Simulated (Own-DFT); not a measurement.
GaP (zincblende, atoms displaced), GaP (zincblende, strained, atoms displaced) (calculated)

Computed with Own-DFT development build. A calculation, not a measurement: plane-wave PBE density functional theory by an unreviewed code, no spin, of a simulated periodic cell, stress positive in tension, free energy of the whole cell less one offset for each atom, forces on such cells passed a denser k mesh, this cell's mesh not checked; offsets are fitted by least squares, one for each functional and potential file, so energies compare only between cells with the same atoms and settings and are not formation energies; the far tail of each file's local potential was reset to the Coulomb form; each entry is a single point on an unrelaxed cell, so the pressure reflects the starting lattice, mostly measured values (interpolated for alloys), from which strain is counted, and rises with the displacements; printed positions are rounded, which can move forces by about a meV/angstrom; the program, named Own-DFT, is a retired in-house code; no spin-orbit coupling.

Settings shared by all entries: functional PBE; potential files PseudoDojo norm-conserving, scalar-relativistic, standard set; wave cutoff 42 hartree; occupations Fermi-Dirac; smearing width 0.1 eV; k mesh 3 x 3 x 3 centred on Gamma.

(1) 
```xyz
64
Lattice="10.9010 0.0000 0.0000 0.0000 10.9010 0.0000 0.0000 0.0000 10.9010" Properties=species:S:1:pos:R:3:force_x:R:1:force_y:R:1:force_z:R:1 formula=GaP hardware=one_NVIDIA_H100 free_energy_of_cell_above_offsets=-23.356 pressure=5.51 stress_xx=-5.29 stress_yy=-5.68 stress_zz=-5.54 stress_yz=-0.88 stress_xz=-0.43 stress_xy=-0.05 wall_time=580.3
Ga     0.0844     0.0609     0.0146     -0.325     -2.055     -0.847
Ga     0.2607     2.8405     2.7897     -3.588     -2.861     -2.341
Ga     3.0956    10.8219     2.4831     -4.364      3.913       4.03
Ga     2.8268     2.7251    10.8257     -1.388     -0.993      0.165
P      1.2245     1.1662     1.4815      3.094      1.837      0.447
P      1.3701     4.0603     4.0331      1.061      2.642      2.111
P      4.0530     1.5265     4.0952      0.352     -2.192      -0.34
P      4.1598     4.0271     1.2417     -0.875      0.226      1.863
Ga    10.8470    10.7959     5.4724     -0.579      0.801     -0.126
Ga    10.8611     2.7828     8.2113      2.293     -0.362     -0.427
Ga     2.6127    10.8997     8.2319      0.651      0.658     -2.462
Ga     2.7070     2.8427     5.3441      0.661     -0.325      1.086
P      1.4140     1.4175     6.5815     -0.903     -0.499      2.148
P      1.4165     4.1826     9.5530      0.487     -0.618     -0.791
P      4.0436     1.1487     9.5450      -0.35      2.819     -0.787
P      4.1937     3.9642     6.9043      -2.45      1.795     -1.452
Ga     0.0319     5.4047     0.0061      0.244      1.622     -0.643
Ga    10.8608     8.2296     2.6984      0.633      0.073      1.152
Ga     2.7116     5.4681     2.8639      0.226      0.762     -1.816
Ga     2.7598     8.0750     0.0470     -0.828      0.907     -0.039
P      1.2595     6.9629     1.3422      0.688      -1.95      0.268
P      1.2055     9.6197     4.0489      2.702     -0.798     -0.178
P      4.0296     6.9010     4.0887      1.537     -1.292     -0.247
P      4.0581     9.4122     1.4333       3.01      -2.38     -3.672
Ga    10.8887     5.3633     5.4550     -0.602      0.765       0.07
Ga    10.8518     8.2093     8.2239      2.412     -0.038      0.007
Ga     2.7923     5.5629     8.1088     -0.743     -1.059     -0.168
Ga     2.9598     8.1057     5.6281     -2.588      0.486     -1.114
P      1.3385     6.8384     6.8106      0.107     -0.394      -0.29
P      1.4995     9.5001     9.4671     -1.869     -0.582      1.606
P      3.9742     6.8778     9.5143      2.463     -0.816      0.395
P      4.1201     9.4876     6.8769      0.378      1.634      0.541
Ga     5.4128     0.0168    10.7922      0.266     -0.183      2.692
Ga     5.4112     2.6732     2.7408      0.699      0.874     -0.401
Ga     8.1216     0.0025     2.5999      1.424     -0.487      1.174
Ga     7.9774     2.7327    10.7520      2.582     -1.135      1.485
P      6.8412     1.3877     1.4130     -1.142      0.058     -1.547
P      6.8537     4.1704     3.9037     -0.804      0.662      0.505
P      9.5603     1.3887     4.0664     -0.585       0.53      0.264
P      9.5663     4.1528     1.2177     -0.765     -1.482      0.826
Ga     5.4535     0.0961     5.5502     -1.656     -1.947     -2.212
Ga     5.4792     2.7947     8.1617     -1.196     -2.817      0.818
Ga     8.0311    10.8454     8.2536      3.058      2.126     -2.449
Ga     8.0429     2.9391     5.3882      0.807     -1.918       0.21
P      6.5651     1.3793     6.8219      3.635      1.161      0.703
P      6.7488     3.9631     9.4392       0.76      2.427      0.298
P      9.7919     1.4291     9.5996     -3.163      -0.75     -0.308
P      9.4720     4.0088     6.9887      0.088      0.536     -2.432
Ga     5.4981     5.2897    10.8697     -0.301      1.748     -0.447
Ga     5.5268     8.0732     2.5371     -1.293      1.678      3.156
Ga     8.1655     5.5467     2.4392      2.043     -1.319      2.421
Ga     8.3589     8.1423     0.0092     -1.532      0.557     -0.081
P      6.7836     6.7961     1.4237      0.257     -0.173     -4.162
P      6.8046     9.5708     4.0409      -0.05     -0.278      0.471
P      9.5421     6.8540     3.9789     -0.635     -1.127      0.845
P      9.6213     9.4862     1.3477     -1.031       1.48     -0.708
Ga     5.4847     5.3713     5.6031     -1.003     -0.699     -2.644
Ga     5.5114     8.2101     8.2640     -0.717      0.046      0.017
Ga     8.1529     5.3848     8.1275     -0.792      1.838      0.349
Ga     8.2254     8.1375     5.5728     -1.684     -1.063     -2.549
P      6.5765     6.8683     6.7113      2.616      0.378      1.743
P      6.7449     9.7536     9.4840     -0.021     -3.693       2.06
P      9.5734     6.9301     9.4275     -1.027     -2.672      1.113
P      9.5737     9.2420     6.8110     -0.382      3.921       0.64
```

Units: free_energy_of_cell_above_offsets in eV; pressure, stress_xx, stress_yy, stress_zz, stress_yz, stress_xz, stress_xy in GPa; wall_time in s; force_x, force_y, force_z in eV/Å.

(2) 
```xyz
64
Lattice="10.8620 0.0000 0.0000 0.0000 10.8620 0.0000 0.0000 0.0000 10.9439" Properties=species:S:1:pos:R:3 formula=GaP
Ga    10.8491     0.0235    10.7277
Ga    10.8214     2.6732     2.8465
Ga     2.7880     0.0297     2.7839
Ga     2.5881     2.6359     0.0309
P      1.4099     1.4247     1.3787
P      1.3116     4.0506     4.1124
P      3.9328     1.3460     4.1277
P      4.1702     3.9825     1.5140
Ga     0.0601    10.8247     5.4971
Ga     0.0388     2.7530     8.3245
Ga     2.5849     0.0962     8.0644
Ga     2.7819     2.6846     5.5360
P      1.4354     1.2764     6.9351
P      1.3674     4.0843     9.5670
P      3.9932     1.3840     9.5772
P      4.2253     4.0375     6.8999
Ga    10.7214     5.4078     0.0659
Ga     0.0826     8.2109     2.6937
Ga     2.7062     5.2986     2.7504
Ga     2.7609     8.0447    10.9359
P      1.3342     6.6967     1.3830
P      1.4667     9.5566     4.2278
P      4.0830     6.8505     4.1151
P      4.0146     9.4469     1.3537
Ga    10.8263     5.4080     5.5801
Ga    10.7464     8.3652     8.3316
Ga     2.5981     5.3655     8.1695
Ga     2.6546     8.1924     5.5035
P      1.3678     6.8146     6.8782
P      1.4650     9.3227     9.5520
P      4.0108     6.9328     9.6150
P      4.1280     9.5702     6.8737
Ga     5.3479     0.0194     0.2228
Ga     5.3830     2.7691     2.7287
Ga     8.2017     0.0450     2.6742
Ga     8.3685     2.8048    10.7668
P      6.7767     1.3436     1.3770
P      6.7557     4.1025     4.2577
P      9.4779     1.4902     3.9178
P      9.5647     4.0802     1.3421
Ga     5.4056     0.0177     5.5926
Ga     5.5143     2.5937     8.2485
Ga     8.0113    10.8539     8.2443
Ga     8.2158     2.6592     5.4352
P      6.7065     1.3348     6.8280
P      6.7256     4.0346     9.3666
P      9.3860     1.3566     9.6593
P      9.4166     4.0882     6.8782
Ga     5.3634     5.4336    10.9279
Ga     5.5295     8.1837     2.6981
Ga     8.0429     5.4130     2.7492
Ga     8.1486     8.1633     0.0163
P      6.8469     6.7349     1.4263
P      6.7166     9.5754     4.1235
P      9.5056     6.8059     4.0224
P      9.5152     9.5210     1.3658
Ga     5.5022     5.3457     5.4298
Ga     5.4225     8.1497     8.1851
Ga     8.1927     5.3994     8.2980
Ga     8.2039     8.0210     5.3905
P      6.7600     6.8142     6.8619
P      6.8228     9.5928     9.5676
P      9.5361     6.8589     9.6208
P      9.4958     9.5046     6.9243
```

Questions
1. Estimate the stress zz of GaP (zincblende, strained, atoms displaced) (entry 2).
2. Give the table of force values for GaP (zincblende, strained, atoms displaced) (entry 2).

Calculated values
1. -4.17 GPa
2. 
Force:
```
element  x (eV/Å)  y (eV/Å)  z (eV/Å)
     Ga     1.114    -0.878     1.679
     Ga     2.249     1.816     -2.38
     Ga    -0.899    -0.728    -1.002
     Ga     1.864      1.51    -0.747
      P     -1.84     -1.84     0.911
      P     0.147     -0.14     1.161
      P     2.353     0.493     0.416
      P     -2.24     1.764    -2.991
     Ga    -0.879     0.701     0.191
     Ga    -0.847     -0.79    -0.983
     Ga     3.706    -3.659     3.762
     Ga    -0.618     0.861     0.314
      P    -3.829     3.803    -3.079
      P    -0.453     0.323     1.428
      P     0.311    -0.721     0.315
      P    -1.208     0.104    -0.119
     Ga     1.646      1.05    -1.178
     Ga     0.026    -0.073     0.534
     Ga     0.398     1.087     0.357
     Ga    -1.486     0.641     1.888
      P     0.482     0.271    -0.116
      P    -1.148     0.032    -1.869
      P    -0.077     -0.68    -0.153
      P    -0.001    -0.124     0.848
     Ga     0.205     0.518    -0.808
     Ga     0.854    -2.014    -0.494
     Ga     1.628       0.6    -0.166
     Ga      1.59    -0.876      0.69
      P    -1.066      0.38     0.116
      P    -0.206     2.461     0.123
      P     1.396    -2.641    -1.704
      P    -1.358     -0.72     0.311
     Ga     0.119     0.125    -1.955
     Ga     1.901     -2.11     2.136
     Ga    -1.022    -0.628     0.294
     Ga    -3.146     1.699     2.117
      P     0.596     1.392    -0.058
      P     1.561    -1.906    -2.347
      P    -0.946    -2.728     2.847
      P    -1.378    -0.818     1.487
     Ga    -0.464    -0.071    -1.802
     Ga    -1.659    -0.208    -0.273
     Ga     1.159     0.742    -1.047
     Ga    -0.791     0.336     0.623
      P     1.814     0.264    -0.264
      P     0.988     0.843     2.754
      P     1.725    -1.427    -2.986
      P     1.052     -0.87     0.042
     Ga     0.326    -0.145     0.053
     Ga    -0.812    -0.276     0.376
     Ga     1.104     -0.75     0.593
     Ga    -0.293     0.085     0.089
      P    -0.956     0.699    -1.507
      P     1.353    -0.006     0.098
      P     0.873    -0.769         0
      P     0.648     0.252    -0.486
     Ga     -1.85     2.407     1.558
     Ga     0.308     0.564     0.489
     Ga    -0.509     1.361    -0.607
     Ga    -1.042     1.249     0.795
      P     0.716    -0.688    -0.203
      P    -1.682    -1.371     1.602
      P    -0.493    -0.652    -0.138
      P    -1.015     0.873    -1.539
```

Further results for GaP (zincblende, strained, atoms displaced) (entry 2):

| Quantity | Value |
| --- | --- |
| free energy of cell above offsets | -28.579 eV |
| pressure | 4.67 GPa |
| stress xx | -4.76 GPa |
| stress yy | -5.08 GPa |
| stress yz | 0.38 GPa |
| stress xz | 0.38 GPa |
| stress xy | 0.39 GPa |
